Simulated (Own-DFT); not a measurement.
# Strain and stress in wurtzite AlGaN with randomly placed atoms, 72 atoms (Al27Ga9N36)

Calculated results; nothing here was measured. They come from Own-DFT, an in-house plane-wave density functional program, since retired, whose code no person has reviewed. Each row is one single-point run on a periodic cell that was not relaxed, without spin or spin-orbit coupling.

Settings of every run: PBE; PseudoDojo norm-conserving scalar-relativistic files (stringent for Ga); cutoff 96 hartree; 4 x 4 x 3 k mesh centred on Gamma; Gaussian smearing of 0.01 eV.

Known limits: forces on such cells passed a denser k mesh, each cell not checked; stress not checked against mesh or cutoff.

Unstrained cell vectors in Å: (9.394, 0.000, 0.000); (-4.697, 8.135, 0.000); (0.000, 0.000, 10.066). The unstrained cell has measured lattice constants (interpolated for alloys), not those of this functional. That, the random moves and any unrelaxed bonds set the pressure at no strain. Each run strains this cell uniformly, with the atoms carried along. Every atom was also moved at random, by a Gaussian of width 0.05 Å on each axis. The random placing of the alloy's atoms differs from row to row. Strain is the symmetric tensor, in per cent. Stress is positive in tension, and the pressure is minus a third of its trace.

```
run,e_xx (%),e_yy (%),e_zz (%),s_xx (GPa),s_yy (GPa),s_zz (GPa),P (GPa),E (meV/atom)
1,-1.25,-1.25,0.00,-12.39,-15.23,-7.09,11.57,15.5
2,-2.00,-2.00,0.00,-19.31,-19.10,-8.84,15.75,48.0
3,1.75,1.75,0.00,4.24,1.75,-5.63,-0.12,24.4
4,0.75,0.75,0.00,-4.49,-0.09,-4.93,3.17,12.8
5,0.25,0.25,0.00,-4.82,-4.26,-5.09,4.72,0.0
6,2.25,2.25,0.00,3.29,5.52,-1.58,-2.41,20.4
7,0.50,0.50,0.00,-2.30,-5.95,-6.03,4.76,29.5
8,2.50,2.50,0.00,7.42,5.38,-3.60,-3.07,15.1
9,1.25,1.25,0.00,?,?,?,?,?
```

E is the free energy for each atom above the lowest run shown.

## Worked fit

The change of volume is close to e_xx + e_yy + e_zz. A straight line through the runs shown gives P = 6.78 - 204 x (fractional change of volume) GPa, with an error of 8 on the slope and a scatter of 0.65 GPa. The strain isn't the same on all axes and the cell isn't cubic, so the slope belongs to this path and is not the bulk modulus.

## Withheld run

Question: what pressure should run 9 give? Its volume changes by 2.52 %.

The line gives 1.6 GPa. The calculation gave 1.19 GPa.
